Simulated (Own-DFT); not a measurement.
# PBE and PBEsol under strain: C40 NbSi2, 36 atoms (Nb12Si24)

Source: density functional calculations with Own-DFT, an unreviewed in-house program that is no longer used. Nothing was measured or relaxed, and spin and spin-orbit coupling are left out.

Keep in mind: forces on such cells failed a check on a denser k mesh; stress not checked against mesh or cutoff.

Each geometry was run with PBE and with PBEsol, otherwise alike: PseudoDojo norm-conserving scalar-relativistic files made for PBE; cutoff 42 hartree; 4 x 4 x 5 k mesh centred on Gamma; cold (Marzari-Vanderbilt) smearing of 0.2 eV. Unstrained cell vectors in Å: (0.000, 8.324, 0.000); (-9.613, 0.000, 0.000); (0.000, 0.000, 6.586). Each has a uniform strain, of which the change of volume is shown, and random moves of rms u per axis.

```
run  volume change (%)   u (Å)  P with PBE (GPa)  P with PBEsol (GPa)
  1               2.40  0.0499             -1.28                -4.82
  2              -0.87  0.0491              5.05                 1.36
  3              -3.85  0.0450             10.45                 6.62
  4              -0.79  0.0555              5.57                 1.88
  5              -3.11  0.0492              8.77                 4.98
  6               0.76  0.0522              1.40                -2.22
  7               0.91  0.0520              1.97                -1.65
  8               2.33  0.0434             -1.33                -4.88
  9              -1.40  0.0525              6.00                 2.28
 10               0.13  0.0433              2.46                -1.19
 11               1.36  0.0514              0.27                    ?
```

The question: by how much does PBEsol shrink this cell, and what belongs in the blank?

## Working it out

Write v for the change of volume as a fraction. Fitted to v and u², the PBE pressure has a slope of -189 ± 6 GPa in v, with the ions held to the strained lattice. The difference PBEsol less PBE is -3.65 + 4.5 v GPa (slope ± 0.1) and averages -3.67 GPa. Divided by the mean slope of the two, 186 GPa, that makes PBEsol's volume at a given pressure, near 2 GPa, about 2.0 % smaller, or 0.66 % in lengths. At one volume PBEsol's slope is the smaller by 5 GPa, but its pressure there is lower too. If stiffness rises by about 4 GPa for each GPa, PBEsol at equal pressure is stiffer by about 10 GPa. Files made for PBEsol would give a different shift.

For run 11 the line gives -3.33 GPa. The calculation gave -3.33 GPa.
